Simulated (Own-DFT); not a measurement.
## Calculated data, AlN (wurtzite, strained, atoms displaced)

A calculation, not a measurement: plane-wave PBE density functional theory by an unreviewed code, no spin, of a simulated periodic cell, stress positive in tension, free energy of the whole cell less one offset for each atom, forces on such cells passed a denser k mesh, this cell's mesh not checked; offsets are fitted by least squares, one for each functional and potential file, so energies compare only between cells with the same atoms and settings and are not formation energies; the far tail of each file's local potential was reset to the Coulomb form; each entry is a single point on an unrelaxed cell, so the pressure reflects the starting lattice, mostly measured values (interpolated for alloys), from which strain is counted, and rises with the displacements; printed positions are rounded, which can move forces by about a meV/angstrom; the program, named Own-DFT, is a retired in-house code; no spin-orbit coupling. Program: Own-DFT development build.

Settings shared by all entries: functional PBE; potential files PseudoDojo norm-conserving, scalar-relativistic, standard set; wave cutoff 42 hartree; occupations Fermi-Dirac; smearing width 0.1 eV; hardware one NVIDIA H100; k mesh 2 x 2 x 2 centred on Gamma.

(1) AlN (wurtzite, strained, atoms displaced)

```
CELL_PARAMETERS angstrom
12.68080 0.17420 0.01980
-6.18950 10.76900 -0.14310
0.01580 -0.12310 9.87480
ATOMIC_POSITIONS crystal
Al 0.08406 0.16190 0.98997
Al 0.16198 0.07932 0.24913
N 0.08729 0.17229 0.19561
N 0.16746 0.08581 0.44992
Al 0.08956 0.16978 0.49330
Al 0.16749 0.08900 0.75222
N 0.07591 0.16587 0.69437
N 0.16281 0.07107 0.94585
Al 0.08803 0.41835 0.99665
Al 0.17471 0.33694 0.25380
N 0.08598 0.42011 0.19112
N 0.17524 0.34303 0.43964
Al 0.08872 0.42783 0.49812
Al 0.16132 0.32932 0.74836
N 0.08215 0.41831 0.68554
N 0.16835 0.32938 0.93220
Al 0.08804 0.66175 0.00138
Al 0.16736 0.58642 0.26111
N 0.08169 0.66419 0.19257
N 0.16741 0.59104 0.44622
Al 0.08776 0.66518 0.50887
Al 0.16596 0.58386 0.76023
N 0.08311 0.65800 0.69163
N 0.17058 0.58187 0.93961
Al 0.08692 0.92327 0.00122
Al 0.16652 0.82857 0.24189
N 0.08260 0.91195 0.19666
N 0.16481 0.82298 0.43344
Al 0.08222 0.91601 0.50489
Al 0.16581 0.83384 0.75113
N 0.08677 0.91663 0.68934
N 0.16751 0.83560 0.94076
Al 0.33177 0.15563 0.00708
Al 0.41731 0.08494 0.24709
N 0.33122 0.16526 0.19672
N 0.41622 0.08433 0.44119
Al 0.32581 0.16904 0.49712
Al 0.42365 0.09520 0.74779
N 0.33548 0.17084 0.69211
N 0.40999 0.08266 0.94028
Al 0.33411 0.41966 0.99987
Al 0.41883 0.33215 0.24568
N 0.32259 0.41201 0.19048
N 0.41455 0.33221 0.45258
Al 0.33877 0.42459 0.49357
Al 0.41939 0.33559 0.75249
N 0.33566 0.41453 0.69226
N 0.41894 0.33868 0.93740
Al 0.32891 0.66828 0.00052
Al 0.42303 0.59290 0.25695
N 0.34340 0.66675 0.19677
N 0.41768 0.58992 0.44169
Al 0.33534 0.66614 0.49603
Al 0.40676 0.57913 0.74812
N 0.33654 0.67031 0.68950
N 0.41566 0.57553 0.94299
Al 0.33076 0.92097 0.99221
Al 0.41121 0.83389 0.25104
N 0.34626 0.92489 0.19750
N 0.41166 0.83847 0.43761
Al 0.34258 0.92806 0.49833
Al 0.41729 0.82945 0.73903
N 0.32428 0.91710 0.70098
N 0.41079 0.82956 0.92764
Al 0.58142 0.16072 0.00430
Al 0.66074 0.08287 0.25393
N 0.58210 0.16172 0.19275
N 0.66564 0.08411 0.45063
Al 0.57907 0.16461 0.49314
Al 0.66814 0.08565 0.75409
N 0.59027 0.17007 0.69015
N 0.66193 0.08469 0.93653
Al 0.58245 0.41701 0.99271
Al 0.66359 0.33038 0.25137
N 0.58120 0.41507 0.18912
N 0.67134 0.33519 0.44269
Al 0.59095 0.42495 0.49373
Al 0.67402 0.33261 0.75481
N 0.58364 0.41226 0.68868
N 0.66761 0.34056 0.94946
Al 0.58542 0.66415 0.00491
Al 0.67007 0.58107 0.24492
N 0.58233 0.66596 0.18552
N 0.66717 0.58721 0.44301
Al 0.58190 0.66548 0.48998
Al 0.67031 0.57883 0.75061
N 0.58669 0.66548 0.68512
N 0.66670 0.58413 0.94185
Al 0.57542 0.90735 0.99949
Al 0.67298 0.83283 0.25011
N 0.58353 0.91913 0.18547
N 0.65427 0.82528 0.44159
Al 0.57448 0.91899 0.49204
Al 0.66583 0.83553 0.75198
N 0.58317 0.92058 0.69427
N 0.66832 0.83605 0.95063
Al 0.82967 0.16070 0.00412
Al 0.91373 0.08178 0.24700
N 0.83117 0.15726 0.19294
N 0.91795 0.08298 0.44407
Al 0.83083 0.16200 0.49398
Al 0.91607 0.07879 0.74780
N 0.83015 0.16344 0.68817
N 0.91160 0.08040 0.94133
Al 0.82836 0.41740 0.00021
Al 0.92161 0.33824 0.25327
N 0.84095 0.41021 0.18826
N 0.91181 0.33643 0.44708
Al 0.83702 0.41601 0.50398
Al 0.90811 0.32959 0.74721
N 0.83124 0.41808 0.69927
N 0.91781 0.33658 0.93466
Al 0.84280 0.67004 0.99335
Al 0.91516 0.57825 0.24183
N 0.82897 0.66154 0.19193
N 0.91207 0.58231 0.44290
Al 0.83408 0.66569 0.49617
Al 0.91223 0.58852 0.75242
N 0.83290 0.66411 0.69450
N 0.90811 0.57923 0.94020
Al 0.83338 0.91688 0.99864
Al 0.90865 0.82423 0.24313
N 0.83418 0.92022 0.19448
N 0.91289 0.83836 0.44634
Al 0.83543 0.90997 0.49611
Al 0.91579 0.82986 0.75609
N 0.83754 0.91870 0.69360
N 0.92280 0.83880 0.94837
```

* free energy of cell above offsets: -52.444 eV
* pressure: 2.28 GPa
* stress xx: 0.71 GPa
* stress yy: -2.21 GPa
* stress zz: -5.34 GPa
* stress yz: -2.87 GPa
* stress xz: 0.88 GPa
* stress xy: 6.08 GPa
* wall time: 408.4 s

Force:
```tsv
element	x (eV/Å)	y (eV/Å)	z (eV/Å)
Al	-1.126	0.854	1.425
Al	0.067	0.564	0.66
N	-0.354	-1.498	-0.829
N	0.235	-1.34	-1.498
Al	-2.289	0.631	0.932
Al	0.828	-0.674	-0.792
N	1.488	-0.4	-0.573
N	0.239	3.998	-1.164
Al	-0.678	-1.547	0.243
Al	-2.195	-0.577	-0.618
N	0.136	-0.04	0.493
N	-0.655	-0.637	0.924
Al	-0.159	-1.83	0.337
Al	0.427	1.382	-1.306
N	0.037	-0.105	1.224
N	-0.297	0.192	1.705
Al	-1.813	0.717	-0.459
Al	0.682	-0.391	-1.697
N	0.382	-0.553	-0.906
N	2.138	-1.026	-0.569
Al	-2.472	1.081	-1.115
Al	0.807	-0.582	-3.062
N	-1.651	1.313	1.753
N	-0.333	0.071	1.639
Al	0.13	-3.696	1.225
Al	0.265	1.157	1.346
N	-0.77	0.123	-0.711
N	-0.396	1.84	1.123
Al	0.537	-0.552	-1.611
Al	0.168	-0.511	-0.495
N	-1.296	-0.151	1.353
N	-0.205	-1.186	1.117
Al	-2.25	2.629	-0.677
Al	0.155	0.524	0.976
N	-0.019	-0.542	-0.266
N	-0.363	1.331	-0.328
Al	1.906	0.151	1.111
Al	-0.002	-1.346	-0.195
N	-0.852	-0.611	0.037
N	2.569	0.342	0.029
Al	-0.107	-1.447	-0.063
Al	-1.304	0.679	0.878
N	3.238	1.835	0.123
N	0.995	1.234	-2.438
Al	-0.069	-0.923	1.512
Al	0.186	0.388	-1.301
N	-1.583	0.052	-0.82
N	0.327	-1.531	1.821
Al	2.287	-0.054	0.099
Al	1.054	-1.991	-1.676
N	-3.527	0.828	-0.785
N	1.066	-0.91	-0.151
Al	-1.65	1.367	0.865
Al	2.415	0.429	0.434
N	-0.982	-1.868	-0.609
N	-0.864	2.511	-0.314
Al	1.377	-1.123	0.243
Al	2.414	0.071	-0.595
N	-2.805	-1.596	-2.36
N	1.432	-1.019	0.934
Al	-2.592	-2.164	1.225
Al	-0.891	2.124	0.734
N	2.199	0.96	-1.721
N	0.205	0.19	2.123
Al	-1	1.19	-0.831
Al	2.029	-0.688	-0.157
N	-1.174	1.061	0.229
N	-0.141	-0.196	-1.947
Al	0.193	1.442	1.412
Al	0.296	-0.147	-1.678
N	-1.291	-0.529	0.097
N	1.251	-0.755	1.769
Al	-1.033	0.482	0.58
Al	1.025	0.537	-0.381
N	0.291	-0.285	0.344
N	-0.396	-0.262	-0.611
Al	-0.633	-1.867	1.37
Al	-1.766	0.297	-0.452
N	0.494	0.379	0.491
N	0.874	-2.188	-0.642
Al	-1.15	0.239	-2.247
Al	-1.333	0.029	0.344
N	0.808	-0.269	2.449
N	1.067	-0.193	-1.496
Al	-0.235	0.253	2.343
Al	-1.782	0.308	-0.526
N	-0.699	-0.049	0.836
N	1.365	0.32	0.149
Al	-0.595	1.224	-0.693
Al	-1.86	0.408	-0.348
N	-0.222	-0.871	1.695
N	1.077	2.107	-0.739
Al	1.688	-0.681	1.311
Al	0.526	-0.692	-0.613
N	-0.108	-0.789	-0.888
N	0.443	-0.908	-1.151
Al	-0.711	1.221	-0.898
Al	1.637	0.877	1.12
N	-1.781	1.695	0.472
N	0.463	-0.2	-0.686
Al	0.09	0.781	1.083
Al	-1.238	1.246	-0.058
N	0.143	-0.126	0.326
N	1.333	0.167	0.027
Al	1.512	-0.746	-0.374
Al	1.229	-1.601	-0.033
N	-2.962	0.928	0.012
N	2.959	-0.966	-1.135
Al	-2.372	1.026	0.532
Al	1.636	0.382	-0.302
N	0.276	0.464	-0.933
N	0.234	-0.541	1.493
Al	-2.793	0.06	1.1
Al	0.183	0.14	1.452
N	0.834	-0.131	-0.839
N	1.626	-0.211	-0.557
Al	-0.751	0.748	0.646
Al	2.591	-1.613	-0.496
N	-0.833	1.039	-0.597
N	2.667	0.642	0.468
Al	-0.562	0.133	0.393
Al	0.805	2.006	1.194
N	0.706	-1.739	-0.598
N	4.09	-2.774	-1.96
Al	-4.413	2.466	1.726
Al	0.035	1.166	-1.055
N	-0.441	-1.818	-0.132
N	-0.046	-0.77	-0.347
```

(2) AlN (wurtzite, strained, atoms displaced)

```
CELL_PARAMETERS angstrom
12.32370 0.05640 0.17700
-6.11300 10.60210 -0.07240
0.14170 0.01490 9.88910
ATOMIC_POSITIONS crystal
Al 0.08578 0.16789 0.99400
Al 0.16709 0.07315 0.25390
N 0.08970 0.17072 0.19000
N 0.17613 0.09202 0.43308
Al 0.09114 0.17066 0.49355
Al 0.16712 0.08382 0.75505
N 0.08643 0.16326 0.69391
N 0.16863 0.08195 0.94346
Al 0.08417 0.41708 0.98708
Al 0.16380 0.33747 0.26108
N 0.08310 0.42384 0.18338
N 0.16492 0.32804 0.44403
Al 0.08296 0.42383 0.50237
Al 0.17003 0.33154 0.74292
N 0.08549 0.42174 0.69175
N 0.16671 0.33603 0.93115
Al 0.08060 0.66550 0.00029
Al 0.16793 0.58420 0.24714
N 0.07296 0.66153 0.18587
N 0.16121 0.58179 0.43094
Al 0.08479 0.66761 0.49793
Al 0.16828 0.58507 0.74775
N 0.08303 0.66205 0.69439
N 0.16859 0.58464 0.94169
Al 0.09068 0.91964 0.00437
Al 0.16945 0.83494 0.25696
N 0.09000 0.92248 0.19250
N 0.15984 0.82750 0.43655
Al 0.09269 0.91417 0.50304
Al 0.17568 0.83512 0.75063
N 0.08279 0.91823 0.69584
N 0.16283 0.82889 0.93911
Al 0.33694 0.16974 0.00085
Al 0.41430 0.08788 0.24592
N 0.33090 0.16425 0.18849
N 0.41907 0.07853 0.44182
Al 0.33200 0.17883 0.49330
Al 0.41532 0.08371 0.74160
N 0.33577 0.16633 0.69556
N 0.40971 0.07760 0.94491
Al 0.33424 0.41554 0.99759
Al 0.42090 0.33758 0.24893
N 0.33644 0.42939 0.18327
N 0.41752 0.32907 0.44760
Al 0.33784 0.42478 0.50170
Al 0.41672 0.32810 0.75469
N 0.33133 0.41966 0.68843
N 0.42136 0.33407 0.94160
Al 0.33430 0.66546 0.00810
Al 0.41338 0.58015 0.24719
N 0.32911 0.66484 0.19321
N 0.41565 0.57313 0.44272
Al 0.33275 0.67113 0.49603
Al 0.41556 0.58203 0.75308
N 0.32945 0.67029 0.68795
N 0.41217 0.58467 0.94307
Al 0.33419 0.91686 0.00791
Al 0.42112 0.84104 0.25204
N 0.33665 0.90889 0.19665
N 0.41925 0.83676 0.42999
Al 0.33189 0.91041 0.50013
Al 0.41628 0.83591 0.75273
N 0.33159 0.91201 0.69112
N 0.41659 0.83627 0.94723
Al 0.58960 0.17594 0.99531
Al 0.67048 0.08923 0.24468
N 0.58132 0.16379 0.19094
N 0.67036 0.08893 0.43011
Al 0.57804 0.17162 0.49905
Al 0.67450 0.08780 0.75512
N 0.57658 0.15778 0.69637
N 0.66918 0.07818 0.93705
Al 0.58860 0.41727 0.99771
Al 0.67042 0.33950 0.24996
N 0.57993 0.41805 0.20303
N 0.66532 0.32799 0.43780
Al 0.58512 0.41622 0.49945
Al 0.66679 0.33062 0.75687
N 0.58630 0.41796 0.68581
N 0.66121 0.33273 0.94578
Al 0.58397 0.66486 0.00116
Al 0.67120 0.58756 0.24718
N 0.58479 0.66237 0.19734
N 0.66736 0.58928 0.42951
Al 0.57824 0.65893 0.50988
Al 0.66355 0.58040 0.75630
N 0.58321 0.67004 0.69126
N 0.66740 0.57741 0.93679
Al 0.58761 0.91789 0.00263
Al 0.66167 0.82816 0.24808
N 0.59262 0.92505 0.19278
N 0.66796 0.83427 0.43817
Al 0.58576 0.91891 0.50274
Al 0.65978 0.83570 0.75159
N 0.57372 0.91365 0.68835
N 0.67271 0.82741 0.93469
Al 0.83150 0.16312 0.00689
Al 0.91547 0.09174 0.25331
N 0.82339 0.15684 0.18804
N 0.92671 0.08929 0.44331
Al 0.84358 0.17122 0.49125
Al 0.91490 0.08317 0.74362
N 0.82977 0.16043 0.69401
N 0.91305 0.08122 0.95006
Al 0.82775 0.41051 0.00309
Al 0.91345 0.33196 0.25486
N 0.83229 0.42308 0.18349
N 0.91862 0.33252 0.43813
Al 0.83651 0.41770 0.50604
Al 0.91887 0.33760 0.75270
N 0.84246 0.42485 0.69897
N 0.90925 0.32797 0.94424
Al 0.83184 0.66886 0.99045
Al 0.91735 0.58517 0.23803
N 0.82956 0.66120 0.18744
N 0.92383 0.58709 0.43520
Al 0.82895 0.66478 0.49496
Al 0.91536 0.58196 0.75243
N 0.82717 0.65769 0.70293
N 0.91731 0.58933 0.93787
Al 0.82938 0.90795 0.00343
Al 0.92211 0.83540 0.24634
N 0.83088 0.92036 0.19073
N 0.91000 0.82803 0.44718
Al 0.83148 0.91982 0.50025
Al 0.91428 0.83083 0.75823
N 0.83492 0.92287 0.68812
N 0.91732 0.83537 0.93562
```

* free energy of cell above offsets: -50.038 eV
* pressure: 13.15 GPa
* stress xx: -12.19 GPa
* stress yy: -15.32 GPa
* stress zz: -11.95 GPa
* stress yz: 1.1 GPa
* stress xz: 4.2 GPa
* stress xy: 1.23 GPa
* wall time: 375.3 s

Force:
```tsv
element	x (eV/Å)	y (eV/Å)	z (eV/Å)
Al	-1.043	-0.201	1.146
Al	-1.568	4.252	-1.043
N	-0.609	-0.187	0.431
N	-0.299	-2.294	1.64
Al	-0.412	-2.037	1.689
Al	0.569	-0.62	-0.141
N	-0.84	0.707	-1.185
N	0.22	0.867	-0.122
Al	-0.846	-0.032	1.602
Al	0.562	-0.167	-2.837
N	0.167	-2.117	0.671
N	-0.176	3.479	0.468
Al	0.832	-1.227	-0.135
Al	-1.404	-0.039	0.346
N	0.229	-1.339	-0.333
N	1.318	-0.641	0.411
Al	0.152	-0.25	-0.615
Al	-1.805	0.054	-0.916
N	2.924	2.401	0.521
N	1.489	0.845	1.41
Al	-0.778	-1.044	1.051
Al	-0.108	0.201	1.328
N	-0.588	1.303	-1.329
N	0.045	0.27	-0.542
Al	-1.025	-0.727	-1.092
Al	0.042	-1.368	-2.5
N	0.146	-3.125	-0.484
N	2.405	0.755	1.13
Al	-3.82	1.327	0.941
Al	-2.88	-1.342	0.672
N	1.154	-0.661	-0.751
N	1.132	1.051	0.716
Al	-0.639	-1.03	-0.14
Al	1.759	-1.327	0.916
N	-0.061	1.328	0.396
N	-2.251	0.528	-0.305
Al	2.181	-4.855	2.369
Al	-0.237	-1.614	1.917
N	-1.316	0.184	-1.388
N	1.389	1.435	-0.949
Al	-1.135	0.173	-0.137
Al	-2.402	-0.995	0.536
N	0.434	-4.044	0.824
N	-0.384	4.628	-2.016
Al	-0.156	-4.291	0.664
Al	-0.361	1.353	-1.188
N	1.938	-0.36	0.584
N	-0.086	0.473	0.151
Al	-1.612	0.842	-0.883
Al	0.39	2.364	1.238
N	1.501	1.351	0.618
N	-1.153	4.436	-1.429
Al	0.555	-0.852	-0.149
Al	-0.962	0.947	-0.288
N	1.624	-0.137	-0.332
N	2.21	-0.308	-0.544
Al	-0.747	-0.684	-0.478
Al	2.422	-1.521	-1.383
N	-3.406	2.245	-0.762
N	0.571	-0.844	2.746
Al	-0.369	1.051	-0.295
Al	-0.405	-0.929	0.997
N	0.591	1.35	-1.12
N	1.39	-0.735	-0.59
Al	-0.596	-4.594	1.264
Al	-2.184	-1.461	1.456
N	-0.259	1.755	-1.084
N	0.354	-0.035	2.303
Al	2.146	-2.242	0.408
Al	-2.028	-1.853	-1.158
N	1.626	2.375	-0.588
N	-0.871	1.516	1.172
Al	-2.518	0.454	2.125
Al	-0.496	-1.327	-0.024
N	1.902	0.41	-2.366
N	0.578	2.536	0.648
Al	-0.111	0.778	-0.879
Al	-0.187	0.323	-1.55
N	-0.127	-0.827	1.241
N	2.189	0.813	-1.442
Al	-0.446	-0.63	0.219
Al	-0.507	-0.853	0.276
N	-1.592	0.6	-2.027
N	0.551	-1.597	2.551
Al	0.184	1.733	-2.247
Al	-0.323	0.385	-1.76
N	0.193	-1.082	1.267
N	-1.141	0.796	1.56
Al	-0.36	-0.907	0.025
Al	0.635	1.24	0.906
N	-0.845	-1.981	-0.896
N	-0.563	-0.733	0.859
Al	-0.25	0.679	-1.583
Al	1.509	0.325	-1.094
N	1.596	1.294	0.616
N	-1.884	0.173	1.104
Al	0.193	-0.129	-1.621
Al	2.21	-1.518	-1.053
N	1.872	3.658	0.86
N	-0.323	-0.631	-0.683
Al	-2.329	-1.62	1.766
Al	1.084	0.288	2.027
N	0.755	2.888	-1.868
N	1.219	-0.204	-1.613
Al	0.293	2.044	-1.315
Al	0.071	0.762	-2.399
N	0.691	-1.901	1.574
N	-0.079	1.262	0.821
Al	-0.742	0.419	-0.775
Al	0.526	-1.399	0.25
N	-1.297	-3.15	-1.347
N	0.808	0.534	-0.61
Al	0.557	-0.146	1.007
Al	-1.102	-0.458	1.923
N	0.46	2.127	-1.078
N	-1.315	-1.221	0.377
Al	0.669	-0.502	1.203
Al	0.485	2.031	0.409
N	-0.129	1.567	-1.933
N	0.594	-1.937	0.851
Al	0.072	2.346	-0.053
Al	-1.748	-0.507	1.017
N	1.284	-0.736	0.669
N	1.648	1.988	-1.288
Al	0.574	-0.6	-0.256
Al	-0.286	0.37	-3.097
N	-0.355	-1.988	0.514
N	1.006	0.043	2.692
```
